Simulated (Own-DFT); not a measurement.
# Which defects push the lattice out? C40 NbSi2

Calculated, not measured: single-point runs of Own-DFT, a retired in-house plane-wave DFT program that no person has reviewed, on unrelaxed cells, without spin or spin-orbit coupling.

Common settings: PBE; PseudoDojo norm-conserving scalar-relativistic files; cutoff 42 hartree; 4 x 4 x 5 k mesh centred on Gamma; cold (Marzari-Vanderbilt) smearing of 0.2 eV.

Limits: forces on such cells failed a check on a denser k mesh; stress not checked against mesh or cutoff.

All runs share one cell, with vectors in Å (0.000, 8.324, 0.000); (-9.613, 0.000, 0.000); (0.000, 0.000, 6.586) and a volume of 527.0 Å³. u is the rms random offset of the atoms per axis. The defect's site can differ from row to row.

```
cell,formula,u (Å),P (GPa)
no defect,Nb12Si24,0.0188,1.45
no defect,Nb12Si24,0.0492,2.68
no defect,Nb12Si24,0.0527,2.86
one Si vacancy,Nb12Si23,0.0300,0.92
one Si vacancy,Nb12Si23,0.0308,0.92
one Si vacancy,Nb12Si23,0.0494,1.52
two Si on a Nb site each,Nb10Si26,0.0279,1.59
two Si on a Nb site each,Nb10Si26,0.0303,1.76
two Si on a Nb site each,Nb10Si26,0.0500,2.54
two Nb on a Si site each,Nb14Si22,0.0268,7.42
two Nb on a Si site each,Nb14Si22,0.0305,7.51
two Nb on a Si site each,Nb14Si22,0.0477,7.88
two Nb vacancies,Nb10Si24,0.0275,-0.09
two Nb vacancies,Nb10Si24,0.0302,-0.08
two Nb vacancies,Nb10Si24,0.0464,0.47
two Nb vacancies,Nb10Si24,0.0473,?
```

## Analysis

P = P0 + c u² + a shift for each defect gives P0 = 1.45 GPa, c = 476 ± 37 GPa/Å² and a scatter of 0.11 GPa. The shifts, and each times the cell's volume:

- two Nb on a Si site each: 5.53 ± 0.10 GPa, 18.2 eV (9.1 eV for each of its 2 sites)
- two Si on a Nb site each: -0.15 ± 0.09 GPa, -0.5 eV (-0.2 eV for each of its 2 sites) (not resolved)
- one Si vacancy: -1.01 ± 0.09 GPa, -3.3 eV
- two Nb vacancies: -1.96 ± 0.10 GPa, -6.4 eV (-3.2 eV for each of its 2 sites)

Against the defect-free cell, a freed cell would be larger where the shift is positive and smaller where it is negative (160.2 GPa Å³ is 1 eV). The atoms around the defects weren't relaxed, which would change these numbers.

## Test on the hidden row

The question: what pressure belongs in the blank (two Nb vacancies, u = 0.0473 Å)?

From the fit: 0.56 ± 0.14 GPa. The hidden result is 0.65 GPa.
